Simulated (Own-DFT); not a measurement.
# Which defects push the lattice out? C40 NbSi2

Everything here is calculated. The program is Own-DFT (plane waves, in-house, since retired, never reviewed by a person); positions were held fixed, and spin and spin-orbit coupling were off.

Settings: PBE; PseudoDojo norm-conserving scalar-relativistic files; cutoff 42 hartree; 4 x 4 x 5 k mesh centred on Gamma; cold (Marzari-Vanderbilt) smearing of 0.2 eV.

Limits: forces on such cells failed a check on a denser k mesh; stress not checked against mesh or cutoff.

All runs share one cell, with vectors in Å (0.000, 8.324, 0.000); (-9.613, 0.000, 0.000); (0.000, 0.000, 6.586) and a volume of 527.0 Å³. The atoms are randomly displaced, by u rms on each axis. The defect's site can differ from row to row.

```
cell,formula,u (Å),P (GPa)
no defect,Nb12Si24,0.0173,1.48
no defect,Nb12Si24,0.0186,1.49
no defect,Nb12Si24,0.0565,3.13
one Si vacancy,Nb12Si23,0.0269,0.94
one Si vacancy,Nb12Si23,0.0352,1.31
one Si vacancy,Nb12Si23,0.0500,1.76
two Nb vacancies,Nb10Si24,0.0259,?
two Nb vacancies,Nb10Si24,0.0271,0.10
two Nb vacancies,Nb10Si24,0.0513,0.77
two Nb vacancies,Nb10Si24,0.0539,1.14
two Nb on a Si site each,Nb14Si22,0.0302,7.73
two Nb on a Si site each,Nb14Si22,0.0516,8.65
two Nb on a Si site each,Nb14Si22,0.0518,8.42
two Si on a Nb site each,Nb10Si26,0.0314,1.74
two Si on a Nb site each,Nb10Si26,0.0462,2.41
two Si on a Nb site each,Nb10Si26,0.0521,2.45
```

## What the rows give

P = P0 + c u² + a shift for each defect gives P0 = 1.40 GPa, c = 494 ± 36 GPa/Å² and a scatter of 0.13 GPa. The shifts, and each times the cell's volume:

- two Nb on a Si site each: 5.84 ± 0.11 GPa, 19.2 eV (9.6 eV for each of its 2 sites)
- two Si on a Nb site each: -0.16 ± 0.11 GPa, -0.5 eV (-0.3 eV for each of its 2 sites) (not resolved)
- one Si vacancy: -0.80 ± 0.11 GPa, -2.6 eV
- two Nb vacancies: -1.76 ± 0.11 GPa, -5.8 eV (-2.9 eV for each of its 2 sites)

Positive is outwards. The product with the volume (160.2 GPa Å³ to the eV) is nearly free of the cell's size; divided by the bulk modulus at the cell's pressure it gives the volume that the defect adds. The atoms around the defects weren't relaxed, which would change these numbers.

## Withheld run

Q: what pressure belongs in the blank (two Nb vacancies, u = 0.0259 Å)?

The fitted form gives -0.03 ± 0.16 GPa. The calculation gave -0.05 GPa.
